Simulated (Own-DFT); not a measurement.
# Energy and forces against displacement in grey tin, 64 atoms (Sn64)

All numbers below are calculated, not measured. The program, named Own-DFT, is a retired in-house plane-wave density functional code that no person has reviewed. Each row is one single-point run on a periodic cell that was not relaxed, without spin or spin-orbit coupling.

Settings of every run: PBE; PseudoDojo norm-conserving scalar-relativistic files; cutoff 42 hartree; 3 x 3 x 3 k mesh centred on Gamma; cold (Marzari-Vanderbilt) smearing of 0.2 eV.

Known limits: forces on such cells moved up to 12 meV/angstrom on a denser k mesh; stress not checked against mesh or cutoff.

Cell vectors in Å: (12.978, 0.000, 0.000); (0.000, 12.978, 0.000); (0.000, 0.000, 12.978). In each run every atom was moved at random and independently from its ideal site; u is the rms move along one axis. E is the free energy for each atom above the fitted value at u = 0, and F the rms of the force components.

```
run   u (Å)  E (meV/atom)  F (eV/Å)  largest force (eV/Å)  P (GPa)
  1  0.0201           4.5     0.204                  0.65     3.38
  2  0.0206           5.1     0.219                  0.78     3.38
  3  0.0498          30.8     0.546                  1.93     3.62
  4  0.0508          30.3     0.519                  1.73     3.61
  5  0.0517          34.9     0.594                  2.57     3.67
  6  0.0944             ?         ?                     ?        ?
  7  0.0999         120.3     1.050                  4.08     4.42
  8  0.1042         115.8     1.073                  3.45     4.34
  9  0.1608         334.1     2.007                  8.65     6.55
```

## Worked fit

For small independent moves the energy grows as E = (3/2) K u², with K the mean stiffness felt by one atom. The runs with u up to 0.11 Å give K = 7.9 ± 0.3 eV/Å², with residuals divided by u² + 0.0006 Å², since the noise grows with the moves. The scatter is 2.3 meV/atom at u = 0.05 Å. The forces follow F = G u with G = 10.6 eV/Å²; no force at u = 0 is resolved. G exceeds K because the moves of its neighbours add to the force on an atom, and stiffness differs between atoms. At u = 0.161 Å the parabola gives 307 meV/atom and the run 334. The pressure follows P = 3.36 + 98 u² GPa: at fixed volume, shortened bonds push harder than stretched ones pull.

## Withheld run

Question: what energy and rms force should run 6 give?

The fit gives 106 ± 8 meV/atom and about 1.00 eV/Å. The calculation gave 113.1 meV/atom and 1.081 eV/Å.
